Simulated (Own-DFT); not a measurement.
## Calculated data, GaN (wurtzite, atoms displaced)

All values are calculated (Own-DFT development build). A calculation, not a measurement: plane-wave PBE density functional theory by an unreviewed code, no spin, of a simulated periodic cell, stress positive in tension, free energy of the whole cell less one offset for each atom, forces on such cells passed a denser k mesh, this cell's mesh not checked; offsets are fitted by least squares, one for each functional and potential file, so energies compare only between cells with the same atoms and settings and are not formation energies; the far tail of each file's local potential was reset to the Coulomb form; each entry is a single point on an unrelaxed cell, so the pressure reflects the starting lattice, mostly measured values (interpolated for alloys), from which strain is counted, and rises with the displacements; printed positions are rounded, which can move forces by about a meV/angstrom; the program, named Own-DFT, is a retired in-house code; no spin-orbit coupling.

Settings shared by all entries: functional PBE; potential files PseudoDojo norm-conserving, scalar-relativistic, standard set with the stringent files for Ga; wave cutoff 96 hartree; occupations Gaussian; smearing width 0.01 eV; k mesh 3 x 4 x 3 centred on Gamma.

(1) GaN (wurtzite, atoms displaced)

```
CELL_PARAMETERS angstrom
12.75600 0.00000 0.00000
-4.78350 8.28530 0.00000
0.00000 0.00000 10.37000
ATOMIC_POSITIONS crystal
Ga 0.08015 0.21968 0.00228
Ga 0.16240 0.10458 0.24910
N 0.08465 0.22384 0.18795
N 0.16123 0.10446 0.43714
Ga 0.08315 0.22615 0.49631
Ga 0.16782 0.11409 0.75359
N 0.08051 0.21926 0.68597
N 0.16376 0.10712 0.93891
Ga 0.08381 0.55407 0.00198
Ga 0.16563 0.44447 0.24916
N 0.08304 0.55258 0.18952
N 0.16739 0.44484 0.43915
Ga 0.08202 0.55390 0.50278
Ga 0.16601 0.44164 0.74951
N 0.08186 0.55570 0.69369
N 0.16758 0.44400 0.94032
Ga 0.08268 0.88672 0.00310
Ga 0.16955 0.77735 0.24881
N 0.08286 0.89206 0.18680
N 0.16974 0.78289 0.44005
Ga 0.08215 0.88674 0.49905
Ga 0.16696 0.77683 0.75035
N 0.08041 0.88763 0.68960
N 0.16625 0.77785 0.93652
Ga 0.33205 0.22052 0.00377
Ga 0.41800 0.11298 0.24752
N 0.33414 0.22183 0.18914
N 0.41628 0.10915 0.43685
Ga 0.33123 0.21845 0.50179
Ga 0.41651 0.11226 0.74980
N 0.33532 0.22389 0.68823
N 0.41587 0.10969 0.93888
Ga 0.33343 0.55688 0.99804
Ga 0.41538 0.44177 0.25052
N 0.33367 0.55983 0.19363
N 0.41363 0.44474 0.43659
Ga 0.33183 0.55798 0.49994
Ga 0.41440 0.44510 0.75080
N 0.33300 0.55497 0.68927
N 0.41661 0.44374 0.93792
Ga 0.33309 0.89164 0.99959
Ga 0.41561 0.77983 0.25350
N 0.33184 0.88828 0.18918
N 0.41778 0.78015 0.44102
Ga 0.33330 0.88389 0.49986
Ga 0.41608 0.77654 0.75295
N 0.33160 0.88746 0.68946
N 0.41612 0.77966 0.93557
Ga 0.58073 0.21994 0.99824
Ga 0.66844 0.11127 0.25095
N 0.58156 0.22313 0.19241
N 0.66402 0.11044 0.43680
Ga 0.58162 0.22000 0.49838
Ga 0.66431 0.10767 0.74948
N 0.58723 0.22347 0.69149
N 0.66914 0.11525 0.93834
Ga 0.58404 0.55592 0.99936
Ga 0.66261 0.44185 0.24702
N 0.58554 0.55712 0.18746
N 0.66745 0.44424 0.43730
Ga 0.58100 0.54955 0.50076
Ga 0.66640 0.44322 0.75150
N 0.58002 0.55648 0.68971
N 0.66581 0.44194 0.94138
Ga 0.58471 0.89008 0.00242
Ga 0.66517 0.77622 0.25293
N 0.58573 0.88896 0.18520
N 0.66423 0.77174 0.43610
Ga 0.58521 0.88592 0.50084
Ga 0.66459 0.77668 0.75087
N 0.58197 0.88977 0.68726
N 0.66819 0.77858 0.93964
Ga 0.83278 0.22152 0.00038
Ga 0.91914 0.11534 0.25190
N 0.83321 0.21968 0.18674
N 0.91891 0.11376 0.43548
Ga 0.83443 0.22313 0.50081
Ga 0.91774 0.10919 0.74896
N 0.83612 0.22249 0.68850
N 0.91794 0.11330 0.93858
Ga 0.83116 0.55086 0.00056
Ga 0.91809 0.44341 0.24803
N 0.83472 0.55629 0.18863
N 0.91758 0.44636 0.43756
Ga 0.83326 0.55510 0.50115
Ga 0.91770 0.44816 0.75054
N 0.83446 0.55463 0.68679
N 0.91656 0.44598 0.93745
Ga 0.83019 0.88700 0.99705
Ga 0.91775 0.78044 0.25376
N 0.83197 0.88367 0.18903
N 0.91737 0.77708 0.43909
Ga 0.83089 0.88843 0.49826
Ga 0.91496 0.77901 0.75103
N 0.83522 0.88728 0.68484
N 0.91534 0.77606 0.93733
```

| Property | Result |
| --- | --- |
| free energy of cell above offsets | -10.340 eV |
| pressure | 5.41 GPa |
| stress xx | -5.25 GPa |
| stress yy | -4.84 GPa |
| stress zz | -6.13 GPa |
| stress yz | -0.16 GPa |
| stress xz | -0.15 GPa |
| stress xy | -0.03 GPa |

Force:
```csv
element,x (eV/Å),y (eV/Å),z (eV/Å)
Ga,0.547,0.243,-0.341
Ga,0.386,1.108,0.34
N,-0.03,-0.15,0.28
N,0.319,0.922,0.068
Ga,0.605,-0.731,0.5
Ga,-0.1,-0.662,-0.7
N,0.629,0.497,0.077
N,0.209,0.545,0.412
Ga,-0.234,0.217,-0.528
Ga,0.568,0.016,0.25
N,-0.097,0.553,-0.157
N,-0.438,0.334,-0.183
Ga,0.009,0.495,-0.055
Ga,-0.309,0.022,0.231
N,0.643,-0.123,-0.777
N,-0.147,-0.238,-0.251
Ga,-0.348,-0.237,-0.883
Ga,-0.957,-0.051,0.452
N,0.593,-1.087,0.402
N,-0.108,-1.062,-0.423
Ga,-0.049,0.088,0.738
Ga,-0.624,0.367,-0.112
N,0.564,0.322,-0.104
N,0.148,-0.14,0.751
Ga,-0.208,0.132,-0.586
Ga,-0.312,-0.426,0.634
N,-0.526,-0.184,0.076
N,-0.245,-0.015,0.272
Ga,-0.233,0.063,-0.685
Ga,0.336,-0.235,-0.094
N,-0.368,-0.121,0.209
N,-0.26,0.316,-0.1
Ga,0.164,0.053,0.711
Ga,-0.052,0.567,-0.217
N,0.24,-0.407,-0.842
N,0.329,-0.331,0.568
Ga,0.532,-0.23,0.073
Ga,0.334,-0.177,-0.034
N,-0.334,0.117,-0.176
N,-0.095,-0.014,0.327
Ga,0.025,-0.633,-0.01
Ga,0.593,0.116,-0.4
N,0.454,0.356,-0.359
N,0.408,-0.311,-0.252
Ga,-0.395,0.978,0.434
Ga,-0.261,0.193,-0.759
N,0.421,0.239,-0.12
N,0.362,0.046,0.939
Ga,0.363,0.111,0.561
Ga,-0.365,-0.032,-0.303
N,0.748,-0.499,-1.006
N,0.831,-0.231,0.421
Ga,0.014,0.295,0.318
Ga,0.776,0.594,0.131
N,-0.887,-0.23,-0.597
N,-0.324,-0.698,0.019
Ga,-0.113,-0.107,0.153
Ga,0.908,0.702,0.46
N,-0.781,-0.274,-0.006
N,-0.227,-0.199,0.126
Ga,-0.161,0.064,-0.08
Ga,0.008,0.412,-0.11
N,0.658,-0.281,-0.055
N,-0.251,0.103,-0.459
Ga,-0.249,0.064,-0.708
Ga,0.387,0.08,-0.849
N,-0.68,0.01,0.984
N,-0.007,0.336,0.757
Ga,-0.39,0.362,-0.215
Ga,0.344,0.348,-0.214
N,0.306,-0.417,0.232
N,-0.741,-0.245,-0.517
Ga,0.197,0.354,-0.354
Ga,-0.069,-0.969,-0.797
N,-0.032,0.343,0.276
N,-0.565,-0.363,0.538
Ga,-0.319,0.001,-0.097
Ga,-0.392,0.021,0.124
N,-0.489,-0.136,0.069
N,-0.328,-0.507,-0.193
Ga,0.119,0.717,0.188
Ga,-0.694,0.06,0.26
N,-0.126,-0.23,0.156
N,0.1,-0.293,0.017
Ga,-0.078,0.01,-0.384
Ga,-0.088,-0.702,0.095
N,-0.642,0.156,0.416
N,0.339,-0.297,0.373
Ga,0.997,0.346,0.81
Ga,-0.093,-0.637,-0.583
N,-0.273,0.914,-0.052
N,-0.444,-0.028,0.122
Ga,0.59,0.003,-0.169
Ga,0.661,-0.403,-0.13
N,-1.129,0.088,0.347
N,-0.098,-0.053,0.329
```

(2) GaN (wurtzite, atoms displaced)

```
CELL_PARAMETERS angstrom
12.75600 0.00000 0.00000
-4.78350 8.28530 0.00000
0.00000 0.00000 10.37000
ATOMIC_POSITIONS crystal
Ga 0.08439 0.22016 0.99985
Ga 0.16347 0.10803 0.25064
N 0.08303 0.22278 0.19509
N 0.16619 0.11110 0.43879
Ga 0.08436 0.22128 0.50070
Ga 0.16716 0.11281 0.75127
N 0.08645 0.22203 0.69119
N 0.16935 0.11345 0.93453
Ga 0.08332 0.55696 0.99882
Ga 0.16846 0.44669 0.24990
N 0.08363 0.55353 0.18932
N 0.16931 0.44778 0.43689
Ga 0.08466 0.55923 0.50230
Ga 0.16516 0.44691 0.74960
N 0.08226 0.55322 0.69105
N 0.16658 0.44410 0.94038
Ga 0.08560 0.88856 0.00049
Ga 0.16558 0.77447 0.24716
N 0.08397 0.89089 0.18815
N 0.16896 0.77788 0.44034
Ga 0.08446 0.89067 0.49894
Ga 0.16699 0.77867 0.75130
N 0.08464 0.88943 0.69037
N 0.17127 0.78325 0.93792
Ga 0.33024 0.21751 0.99688
Ga 0.41850 0.11396 0.25032
N 0.33088 0.22187 0.19104
N 0.41709 0.11267 0.43827
Ga 0.33259 0.22067 0.49826
Ga 0.41691 0.11227 0.75212
N 0.33249 0.22562 0.68844
N 0.41593 0.10951 0.93989
Ga 0.33415 0.55535 0.00288
Ga 0.42027 0.44966 0.24870
N 0.33268 0.55416 0.18729
N 0.41405 0.44348 0.43896
Ga 0.33145 0.55331 0.50049
Ga 0.41417 0.44076 0.74825
N 0.33220 0.55800 0.68920
N 0.41436 0.44654 0.93885
Ga 0.33394 0.89206 0.00047
Ga 0.41730 0.77633 0.24756
N 0.32974 0.88553 0.18995
N 0.41419 0.77752 0.43675
Ga 0.33315 0.88703 0.50206
Ga 0.41754 0.77593 0.75200
N 0.33008 0.88277 0.68815
N 0.41621 0.77651 0.94136
Ga 0.58174 0.22292 0.00093
Ga 0.66803 0.10901 0.25213
N 0.58015 0.22040 0.18568
N 0.66672 0.10869 0.43710
Ga 0.58246 0.21914 0.50203
Ga 0.66536 0.11106 0.74856
N 0.58289 0.22295 0.69135
N 0.66758 0.11360 0.94017
Ga 0.58475 0.55854 0.99794
Ga 0.66765 0.44509 0.25090
N 0.58288 0.55728 0.18608
N 0.66775 0.44469 0.43863
Ga 0.58344 0.55414 0.49769
Ga 0.66485 0.44505 0.75071
N 0.58322 0.55279 0.69059
N 0.66528 0.44416 0.93896
Ga 0.58592 0.89275 0.00276
Ga 0.66471 0.77504 0.25016
N 0.58518 0.89211 0.18917
N 0.66494 0.77532 0.44205
Ga 0.58323 0.88903 0.49981
Ga 0.66535 0.77781 0.75153
N 0.58032 0.88657 0.69046
N 0.66529 0.77542 0.94052
Ga 0.83442 0.22601 0.00078
Ga 0.91748 0.11326 0.24586
N 0.83388 0.22454 0.18853
N 0.91738 0.11540 0.43658
Ga 0.83316 0.22303 0.49756
Ga 0.91475 0.11000 0.75253
N 0.83224 0.22297 0.68680
N 0.91671 0.11027 0.93878
Ga 0.83536 0.55353 0.99931
Ga 0.91912 0.44554 0.25407
N 0.83635 0.55763 0.18986
N 0.91801 0.44511 0.43521
Ga 0.83442 0.55516 0.50245
Ga 0.91478 0.44634 0.75148
N 0.83318 0.55859 0.68649
N 0.91979 0.44484 0.94145
Ga 0.83319 0.88673 0.99937
Ga 0.91736 0.77741 0.25215
N 0.83321 0.89008 0.18742
N 0.91533 0.77489 0.43474
Ga 0.83409 0.89058 0.50113
Ga 0.91729 0.77786 0.74957
N 0.83190 0.88681 0.68686
N 0.91950 0.77891 0.93624
```

| Property | Result |
| --- | --- |
| free energy of cell above offsets | -10.452 eV |
| pressure | 5.39 GPa |
| stress xx | -5.3 GPa |
| stress yy | -5.09 GPa |
| stress zz | -5.77 GPa |
| stress yz | -0.01 GPa |
| stress xz | 0.12 GPa |
| stress xy | -0.14 GPa |

Force:
```csv
element,x (eV/Å),y (eV/Å),z (eV/Å)
Ga,-0.21,0.368,0.37
Ga,0.431,0.566,0.121
N,0.239,0.072,-1.224
N,0.079,-0.172,0.012
Ga,-0.406,0.462,0.018
Ga,0.185,-0.309,-0.528
N,-1.044,0.109,-0.386
N,-0.532,-0.671,0.825
Ga,0.79,0.22,0.364
Ga,0.009,-0.241,0.147
N,-0.211,0.162,-0.388
N,-0.585,-0.49,0.454
Ga,0.238,-0.489,-0.211
Ga,0.694,-0.464,0.471
N,-0.649,0.403,-0.205
N,-0.112,0.02,-0.13
Ga,-0.32,0.294,-0.183
Ga,-0.124,0.275,0.691
N,0.03,-0.543,-0.053
N,-0.68,0.138,-0.465
Ga,0.027,-0.406,0.251
Ga,-0.042,-0.191,-0.195
N,-0.234,0.017,-0.435
N,-0.484,-0.73,0.173
Ga,0.345,1.073,0.921
Ga,-0.668,-0.587,-0.054
N,0.262,0.143,-0.505
N,0.196,-0.312,0.269
Ga,-0.014,0.208,0.161
Ga,-0.35,-0.502,-0.434
N,0.567,-0.896,-0.229
N,-0.003,0.397,-0.332
Ga,-0.434,0.038,-0.541
Ga,-0.543,-0.957,0.192
N,0.236,0.276,0.394
N,0.564,0.152,-0.185
Ga,0.152,0.568,0.097
Ga,-0.181,0.951,0.426
N,0.296,-0.466,-0.122
N,0.856,-0.565,-0.176
Ga,0.597,-0.56,0.394
Ga,-0.475,0.235,0.273
N,0.607,0.588,-0.259
N,0.721,-0.022,0.094
Ga,0.021,0.334,-0.341
Ga,-0.602,0.009,0.269
N,0.407,0.947,0.4
N,0.158,0.495,-0.048
Ga,0.271,-0.015,-0.219
Ga,-0.487,0.617,-0.562
N,0.821,0.359,0.69
N,-0.257,0.311,0.475
Ga,-0.091,0.332,-0.223
Ga,0.23,-0.111,0.469
N,0.013,-0.117,-0.374
N,0.001,0.029,-0.356
Ga,-0.466,-0.775,0.096
Ga,0.058,-0.103,-0.355
N,0.566,-0.152,0.242
N,0.059,-0.358,0.089
Ga,-0.304,-0.219,0.639
Ga,0.41,0.019,0.071
N,-0.543,0.405,-0.457
N,0.5,0.16,-0.004
Ga,-0.305,-0.307,-0.414
Ga,0.346,0.567,0.228
N,-0.007,-0.522,0.113
N,0.177,0.33,-0.589
Ga,-0.353,-0.522,0.134
Ga,0.105,-0.284,-0.19
N,0.468,0.45,-0.349
N,0.108,0.786,-0.368
Ga,0.151,-0.606,0.092
Ga,-0.226,-0.287,0.552
N,-0.092,-0.023,0.033
N,0.248,-0.551,0.157
Ga,0.225,0.089,0.241
Ga,0.34,0.213,-0.574
N,0.055,0.044,0.219
N,-0.128,0.049,0.26
Ga,-0.572,0.365,0.362
Ga,-0.226,-0.03,-0.961
N,-0.26,-0.368,-0.337
N,-0.104,0.112,1.236
Ga,-0.086,0.017,-0.741
Ga,0.291,-0.277,-0.168
N,0.084,-0.461,0.616
N,-0.58,0.097,-0.719
Ga,0.066,0.056,0.099
Ga,-0.284,0.229,-0.77
N,0.066,-0.297,0.189
N,0.09,0.465,1.072
Ga,-0.007,0.025,-0.563
Ga,-0.024,0.343,-0.095
N,0,0.274,0.499
N,-0.153,-0.309,0.354
```
